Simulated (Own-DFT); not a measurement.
## Calculated data, GaN (wurtzite, atoms displaced)

All values are calculated (Own-DFT development build). A calculation, not a measurement: plane-wave PBE density functional theory by an unreviewed code, no spin, of a simulated periodic cell, stress positive in tension, free energy of the whole cell less one offset for each atom, forces on such cells passed a denser k mesh, this cell's mesh not checked; offsets are fitted by least squares, one for each functional and potential file, so energies compare only between cells with the same atoms and settings and are not formation energies; the far tail of each file's local potential was reset to the Coulomb form; each entry is a single point on an unrelaxed cell, so the pressure reflects the starting lattice, mostly measured values (interpolated for alloys), from which strain is counted, and rises with the displacements; printed positions are rounded, which can move forces by about a meV/angstrom; the program, named Own-DFT, is a retired in-house code; no spin-orbit coupling.

Settings shared by all entries: functional PBE; potential files PseudoDojo norm-conserving, scalar-relativistic, standard set with the stringent files for Ga; wave cutoff 96 hartree; occupations Gaussian; smearing width 0.01 eV; k mesh 3 x 4 x 3 centred on Gamma.

(1) GaN (wurtzite, atoms displaced)

```
GaN
1.0
     12.7560     0.0000     0.0000
     -4.7835     8.2853     0.0000
      0.0000     0.0000    10.3700
Ga N Ga N Ga N Ga N Ga N Ga N Ga N Ga N Ga N Ga N Ga N Ga N Ga N Ga N Ga N Ga N Ga N Ga N Ga N Ga N Ga N Ga N Ga N Ga N
2 2 2 2 2 2 2 2 2 2 2 2 2 2 2 2 2 2 2 2 2 2 2 2 2 2 2 2 2 2 2 2 2 2 2 2 2 2 2 2 2 2 2 2 2 2 2 2
Direct
  0.08518 0.23470 0.00388
  0.16995 0.11765 0.25018
  0.08796 0.21741 0.18716
  0.15940 0.11368 0.44397
  0.09130 0.22352 0.50589
  0.16714 0.11169 0.75302
  0.08806 0.22719 0.68999
  0.16548 0.10647 0.93910
  0.08314 0.55141 0.01079
  0.17444 0.44292 0.24735
  0.08104 0.55650 0.18049
  0.16395 0.44241 0.44337
  0.08614 0.55496 0.50002
  0.15977 0.44679 0.74032
  0.08950 0.56249 0.68842
  0.16856 0.44112 0.94643
  0.08130 0.88237 0.00340
  0.16155 0.76911 0.24745
  0.08966 0.89467 0.19202
  0.16439 0.78463 0.43252
  0.08677 0.88898 0.49945
  0.17302 0.77699 0.74699
  0.08300 0.89528 0.69621
  0.16290 0.77199 0.95063
  0.33647 0.21402 0.00688
  0.42178 0.12424 0.24409
  0.33703 0.22148 0.19155
  0.42083 0.11322 0.44404
  0.33637 0.21648 0.49903
  0.42135 0.11450 0.74666
  0.33031 0.22003 0.69540
  0.41362 0.10851 0.93659
  0.32748 0.54704 0.00231
  0.41521 0.44113 0.25150
  0.33060 0.55976 0.18850
  0.41496 0.44832 0.44052
  0.33726 0.56370 0.50039
  0.41863 0.44380 0.74318
  0.33587 0.55469 0.68583
  0.41905 0.45370 0.93345
  0.33248 0.89471 0.00212
  0.40993 0.77644 0.24707
  0.33342 0.88108 0.17837
  0.41977 0.79067 0.43712
  0.33685 0.88519 0.49803
  0.42148 0.78858 0.75581
  0.33323 0.89534 0.69357
  0.41891 0.77821 0.94715
  0.57832 0.22335 0.99603
  0.66499 0.11625 0.24618
  0.57713 0.22174 0.18752
  0.66196 0.11176 0.44611
  0.58285 0.22335 0.50429
  0.67278 0.10476 0.75086
  0.58204 0.21856 0.69303
  0.66941 0.11839 0.93126
  0.59550 0.56090 0.00327
  0.66394 0.44814 0.25849
  0.59070 0.55079 0.18710
  0.67115 0.45124 0.43610
  0.58184 0.56097 0.50045
  0.66312 0.44702 0.74984
  0.58503 0.55349 0.69195
  0.66554 0.44252 0.93455
  0.58632 0.89141 0.99930
  0.66661 0.78265 0.24860
  0.58468 0.87905 0.18094
  0.66134 0.77810 0.43967
  0.57707 0.88944 0.50219
  0.67386 0.78570 0.75572
  0.58065 0.88903 0.68751
  0.65962 0.77370 0.94125
  0.83453 0.22499 0.00128
  0.91117 0.10873 0.24986
  0.82903 0.22605 0.18621
  0.91283 0.11440 0.44512
  0.83672 0.21942 0.50183
  0.91265 0.10526 0.75151
  0.83156 0.21975 0.68793
  0.91100 0.09613 0.94428
  0.84163 0.56004 0.00313
  0.92232 0.44386 0.25339
  0.82552 0.55180 0.18716
  0.91726 0.44674 0.44085
  0.83630 0.56045 0.50352
  0.91949 0.44393 0.75660
  0.82837 0.55073 0.68902
  0.91571 0.44439 0.93990
  0.84019 0.89011 0.99766
  0.91560 0.78883 0.24668
  0.82708 0.88535 0.18714
  0.91389 0.77606 0.43452
  0.82357 0.87576 0.50181
  0.91107 0.76744 0.75157
  0.82814 0.88965 0.69317
  0.92213 0.78237 0.93408
```

- free energy of cell above offsets: -4.339 eV
- pressure: 7.31 GPa
- stress xx: -7.95 GPa
- stress yy: -6.52 GPa
- stress zz: -7.45 GPa
- stress yz: 0.2 GPa
- stress xz: 0.71 GPa
- stress xy: 1.12 GPa

Force:
```
element  x (eV/Å)  y (eV/Å)  z (eV/Å)
     Ga     0.928     -3.18    -0.777
     Ga     0.564    -1.259     0.784
      N    -1.988     0.868     0.588
      N     3.135    -0.943    -1.491
     Ga    -2.764     0.434     0.161
     Ga    -0.099     0.308      0.71
      N    -1.147    -0.743     0.562
      N    -0.095     0.568     1.048
     Ga     0.174     0.301    -3.678
     Ga    -2.099    -0.661     1.149
      N     0.838    -1.052     3.792
      N     0.935     0.618     -1.16
     Ga    -1.024      0.53    -0.382
     Ga     2.971    -0.433       1.7
      N    -1.813    -0.316    -0.431
      N     -1.86     1.129    -1.882
     Ga     0.358     1.428    -0.259
     Ga      0.51      1.44     -0.26
      N    -1.046    -0.428    -0.112
      N     1.899    -1.138     0.694
     Ga    -1.755     0.472     0.877
     Ga    -1.919     0.976     1.792
      N     0.423    -1.742     -1.35
      N     0.626    -0.062    -1.757
     Ga     -1.97     1.652    -1.907
     Ga     0.291    -2.962     1.822
      N    -1.472     0.616     0.023
      N    -0.537    -0.587    -1.357
     Ga    -1.487     0.644     1.028
     Ga    -1.175     0.175     0.656
      N     0.914     0.113    -1.531
      N     0.624     0.136    -0.107
     Ga     1.783     1.467    -0.821
     Ga     0.527     1.348     -0.37
      N     1.717    -0.708     0.319
      N     0.455    -0.679    -0.457
     Ga    -0.527    -0.334     0.165
     Ga    -0.571     0.092     1.379
      N    -1.058     0.948     0.348
      N     0.866    -1.251      1.17
     Ga     0.639    -1.351    -1.417
     Ga     1.715     0.791    -0.109
      N    -1.466     1.388     2.572
      N     0.388    -2.141     -0.96
     Ga    -2.258     1.267     0.785
     Ga    -0.266    -1.528     0.564
      N     1.083    -0.639    -1.219
      N    -0.912     0.058    -1.015
     Ga     1.025     0.087    -0.008
     Ga    -0.304     -1.09     0.908
      N      1.74     0.753    -0.586
      N     1.077     0.174    -1.364
     Ga     0.481     0.928      0.28
     Ga    -1.841     0.758    -0.534
      N     0.945     0.668    -0.459
      N    -0.011    -0.585     1.669
     Ga    -1.857    -0.936    -0.619
     Ga     1.665     -0.86    -1.064
      N    -2.826     1.099     0.445
      N    -0.674    -0.528     1.865
     Ga     0.695    -0.734     0.358
     Ga     1.023      -1.3     0.228
      N    -0.785     1.389    -1.195
      N     0.945      0.49     0.508
     Ga    -0.627     0.256    -0.377
     Ga     0.188    -1.556     0.506
      N    -1.843      1.54     1.419
      N    -0.215     0.219    -0.407
     Ga     1.319     0.747    -0.047
     Ga    -2.203    -1.811     0.139
      N      0.93    -0.279     0.291
      N     1.994     1.002    -0.467
     Ga      -0.3    -0.826    -0.539
     Ga     0.447     0.364     0.574
      N     1.046    -0.234     0.482
      N     2.168    -1.486    -1.265
     Ga    -2.117     0.877     0.052
     Ga     0.876     1.126      0.17
      N     1.142     0.892     0.467
      N    -0.129     3.508    -0.973
     Ga     -1.65    -0.434    -0.114
     Ga    -1.805     0.402         0
      N     1.599     0.821     0.478
      N     0.452     -0.15     0.082
     Ga    -0.078    -0.572    -0.675
     Ga    -0.692    -0.004    -1.085
      N     0.966     0.047     0.207
      N     1.128    -0.056     0.069
     Ga    -1.283    -1.994     0.706
     Ga     1.199    -1.464     0.352
      N     0.671     1.155     -0.25
      N      0.17     0.694     0.685
     Ga     0.612     1.515    -0.037
     Ga     0.485     1.261    -0.652
      N     1.814    -0.346     -1.02
      N    -0.615    -1.154     0.914
```

(2) GaN (wurtzite, atoms displaced)

```
GaN
1.0
     12.7560     0.0000     0.0000
     -4.7835     8.2853     0.0000
      0.0000     0.0000    10.3700
Ga N Ga N Ga N Ga N Ga N Ga N Ga N Ga N Ga N Ga N Ga N Ga N Ga N Ga N Ga N Ga N Ga N Ga N Ga N Ga N Ga N Ga N Ga N Ga N
2 2 2 2 2 2 2 2 2 2 2 2 2 2 2 2 2 2 2 2 2 2 2 2 2 2 2 2 2 2 2 2 2 2 2 2 2 2 2 2 2 2 2 2 2 2 2 2
Direct
  0.07820 0.22342 0.99968
  0.16248 0.11400 0.24698
  0.08489 0.21765 0.18792
  0.16743 0.11666 0.43462
  0.08432 0.20981 0.50087
  0.16806 0.11477 0.75704
  0.08939 0.22102 0.68229
  0.16498 0.10898 0.93672
  0.09196 0.56151 0.00771
  0.16434 0.43931 0.24519
  0.08017 0.55862 0.18930
  0.16517 0.45645 0.44167
  0.08042 0.55619 0.49706
  0.16838 0.44509 0.74960
  0.07790 0.56158 0.68605
  0.16908 0.44138 0.93651
  0.07902 0.88710 0.98901
  0.16381 0.77827 0.25123
  0.08682 0.88848 0.18592
  0.16446 0.77423 0.43682
  0.07492 0.88716 0.50451
  0.17440 0.78019 0.74716
  0.07828 0.87939 0.68422
  0.16464 0.78303 0.93644
  0.33164 0.22930 0.99500
  0.42500 0.11026 0.24710
  0.33113 0.21976 0.18947
  0.41645 0.10443 0.44503
  0.33332 0.22102 0.49923
  0.41593 0.10946 0.74793
  0.34089 0.23981 0.69026
  0.40927 0.10672 0.94438
  0.33084 0.54459 0.99479
  0.41949 0.45012 0.25882
  0.34053 0.55572 0.19404
  0.41800 0.43904 0.43337
  0.33996 0.56329 0.49997
  0.42434 0.44945 0.75110
  0.33365 0.55206 0.69629
  0.41029 0.44350 0.93818
  0.33377 0.89361 0.00421
  0.41471 0.77927 0.25932
  0.33571 0.89542 0.18529
  0.41235 0.77537 0.43418
  0.33689 0.89870 0.50025
  0.41400 0.77110 0.75355
  0.33390 0.89384 0.68997
  0.41699 0.77932 0.93047
  0.58537 0.22329 0.99902
  0.66323 0.10053 0.24658
  0.57720 0.21992 0.19104
  0.67077 0.10327 0.43743
  0.57699 0.22490 0.50014
  0.66248 0.10688 0.75753
  0.58097 0.22635 0.69476
  0.66688 0.10719 0.94016
  0.58666 0.55363 0.99846
  0.66828 0.44692 0.24772
  0.58090 0.56038 0.18819
  0.67440 0.45502 0.43014
  0.58551 0.56133 0.49982
  0.66422 0.43850 0.73786
  0.58402 0.55807 0.69231
  0.66539 0.44218 0.93814
  0.58034 0.89164 0.99972
  0.66530 0.77224 0.25105
  0.58063 0.88734 0.18664
  0.66879 0.77053 0.44053
  0.58421 0.89198 0.50179
  0.66873 0.78090 0.74232
  0.58163 0.88377 0.68766
  0.65995 0.77652 0.94246
  0.82958 0.21755 0.99631
  0.92184 0.12073 0.24719
  0.82923 0.23048 0.18714
  0.91828 0.12019 0.44464
  0.82995 0.21347 0.50013
  0.91914 0.11483 0.74041
  0.83153 0.22236 0.68342
  0.91498 0.11403 0.93398
  0.82269 0.55532 0.00507
  0.91587 0.43269 0.25377
  0.83474 0.55304 0.18200
  0.91951 0.45295 0.43857
  0.83687 0.55484 0.51560
  0.91675 0.44648 0.74437
  0.82802 0.55542 0.68775
  0.91793 0.43224 0.94350
  0.83349 0.89149 0.00184
  0.91896 0.79242 0.25059
  0.83145 0.88411 0.18675
  0.91970 0.79192 0.43981
  0.82267 0.88976 0.49861
  0.90954 0.76968 0.75024
  0.83536 0.88261 0.67933
  0.92228 0.78061 0.94327
```

* free energy of cell above offsets: -3.809 eV
* pressure: 7.4 GPa
* stress xx: -6.63 GPa
* stress yy: -7.66 GPa
* stress zz: -7.91 GPa
* stress yz: -0.08 GPa
* stress xz: -0.02 GPa
* stress xy: -0.95 GPa

Force:
```
element  x (eV/Å)  y (eV/Å)  z (eV/Å)
     Ga     0.755    -0.498    -0.549
     Ga      2.86    -1.304     0.282
      N    -1.865      1.05    -0.882
      N     1.267    -1.081     0.084
     Ga    -1.347     2.414    -0.376
     Ga     0.579    -0.689    -1.636
      N    -1.066     0.292     1.292
      N    -0.737     0.653     0.728
     Ga     -1.46    -0.367    -1.607
     Ga      0.44     1.577     1.361
      N     1.236    -0.786     0.358
      N     2.084    -1.852    -0.761
     Ga     0.319     0.555     0.569
     Ga    -1.015    -0.182    -0.714
      N     1.741    -0.551     0.177
      N    -0.925     0.189     0.366
     Ga     1.754     0.808     2.035
     Ga     0.517     0.423     0.129
      N    -1.382     0.598    -0.418
      N    -0.073     1.524     0.535
     Ga     1.812     0.559    -1.092
     Ga    -1.943    -0.409     0.514
      N      0.21     1.029      1.71
      N     1.405    -0.799    -0.016
     Ga     0.495    -1.267     1.598
     Ga    -3.554    -0.343     0.695
      N     0.367     0.633     0.028
      N    -0.542     1.986    -1.494
     Ga    -0.436      0.02     0.205
     Ga    -1.026     0.689     1.314
      N     0.028    -2.598    -0.573
      N     1.074     1.487    -1.332
     Ga    -0.517     2.301     1.631
     Ga     0.282    -1.555    -2.529
      N    -2.014      0.29    -1.149
      N    -0.089     0.961     2.668
     Ga    -1.098     -1.68     0.348
     Ga    -1.095     0.257     0.603
      N     0.059     0.553    -1.496
      N     2.528      0.16     -0.63
     Ga    -0.142    -1.065    -0.934
     Ga    -0.117    -0.346    -2.902
      N     0.204      -1.4     1.286
      N     0.881     1.217      2.37
     Ga    -0.828    -3.059     0.427
     Ga    -0.148     0.684    -1.156
      N     1.278    -0.402    -0.784
      N     -0.54    -0.319     2.202
     Ga    -1.032    -0.583     0.349
     Ga    -0.296     1.297     0.591
      N     2.801      1.19    -0.907
      N     -1.87     0.753    -0.357
     Ga     2.032     0.641    -0.185
     Ga     0.447     0.267    -1.429
      N     0.941    -1.779    -1.264
      N     -0.95     0.426    -0.012
     Ga    -1.639     0.284     0.363
     Ga     0.257     0.262    -0.535
      N     1.042    -0.963    -0.291
      N     -0.42    -1.062     2.161
     Ga     0.309    -1.851     0.207
     Ga    -0.601     1.437     2.071
      N     0.765     0.187    -1.072
      N    -0.388    -0.298    -1.142
     Ga    -0.009    -1.354     0.223
     Ga    -0.367     0.887    -0.373
      N     0.269    -0.591     0.414
      N    -2.438     0.909    -1.024
     Ga     -0.24    -0.961    -0.368
     Ga     0.346    -0.029     1.647
      N    -0.515     0.717     0.017
      N     1.325     0.264    -1.078
     Ga     0.447     0.744     0.584
     Ga    -1.239    -1.039     0.684
      N     1.178    -2.618    -0.377
      N     0.879    -1.286    -1.509
     Ga    -0.458     2.091    -0.136
     Ga     0.224    -0.409      0.51
      N    -0.383    -0.323     0.958
      N     0.464    -0.873    -0.122
     Ga     2.787     0.074    -0.961
     Ga    -1.286     2.747    -0.155
      N    -0.416     0.495     2.039
      N    -0.767    -1.491     0.328
     Ga    -0.437     0.864    -4.451
     Ga     0.102    -0.514     1.982
      N      0.58    -0.608     1.911
      N    -0.852     2.013    -1.282
     Ga    -0.266    -0.335    -0.882
     Ga     1.867    -1.971      0.25
      N    -1.033       1.7     0.311
      N    -1.225    -1.459    -0.356
     Ga     2.901     0.936    -0.437
     Ga     1.084     1.227     0.655
      N    -1.132     0.984     1.481
      N    -3.004    -1.353    -1.513
```
